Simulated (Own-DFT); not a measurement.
# Which defects push the lattice out? monoclinic HfO2

Source: density functional calculations with Own-DFT, an unreviewed in-house program that is no longer used. Nothing was measured or relaxed, and spin and spin-orbit coupling are left out.

Settings: PBE; PseudoDojo norm-conserving scalar-relativistic files; cutoff 72 hartree; 2 x 2 x 2 k mesh centred on Gamma; Fermi-Dirac smearing of 0.1 eV.

Known weak points (not all hold for every row): a neutral cation vacancy leaves holes that likely carry spin, which these runs leave out; not probed for a lower state with spin; hafnium file: forces about 75 meV/angstrom off all-electron values; oxygen file: force components 24 meV/angstrom off all-electron in a glass; forces on such cells passed a denser k mesh, each cell not checked; stress not checked against mesh or cutoff.

All runs share one cell, with vectors in Å (10.234, 0.000, 0.000); (0.000, 10.350, 0.000); (-1.696, 0.000, 10.445) and a volume of 1106.4 Å³. The atoms are randomly displaced, by u rms on each axis. The defect's site can differ from row to row.

```
cell,formula,u (Å),P (GPa)
no defect,Hf32O64,0.0192,4.11
no defect,Hf32O64,0.0197,4.02
no defect,Hf32O64,0.0519,6.37
one Hf vacancy,Hf31O64,0.0297,3.45
one Hf vacancy,Hf31O64,0.0302,3.77
one Hf vacancy,Hf31O64,0.0518,4.72
two O vacancies,Hf32O62,0.0303,4.06
two O vacancies,Hf32O62,0.0474,4.64
two O vacancies,Hf32O62,0.0516,5.13
two Al on a Hf site each and one O vacancy,Al2Hf30O63,0.0278,?
two Al on a Hf site each and one O vacancy,Al2Hf30O63,0.0295,1.65
two Al on a Hf site each and one O vacancy,Al2Hf30O63,0.0456,2.87
two Al on a Hf site each and one O vacancy,Al2Hf30O63,0.0542,3.86
one O vacancy,Hf32O63,0.0310,3.77
one O vacancy,Hf32O63,0.0465,4.66
one O vacancy,Hf32O63,0.0489,5.20
```

## Worked fit

P = P0 + c u² + a shift for each defect gives P0 = 3.84 GPa, c = 862 ± 76 GPa/Å² and a scatter of 0.25 GPa. The shifts, and each times the cell's volume:

- one O vacancy: -0.88 ± 0.21 GPa, -6.1 eV
- two O vacancies: -0.90 ± 0.21 GPa, -6.2 eV (-3.1 eV for each of its 2 sites)
- one Hf vacancy: -1.15 ± 0.21 GPa, -7.9 eV
- two Al on a Hf site each and one O vacancy: -2.74 ± 0.21 GPa, -18.9 eV

A positive shift means that the defect pushes the cell outwards. Shift times volume (160.2 GPa Å³ is 1 eV) depends little on the cell's size, so, taken for each site, it can be compared between cells at like pressure. The atoms around the defects weren't relaxed, which would change these numbers.

## Test on the hidden row

Asked: what pressure belongs in the blank (two Al on a Hf site each and one O vacancy, u = 0.0278 Å)?

From the fit: 1.77 ± 0.30 GPa. The calculation gave 1.96 GPa.
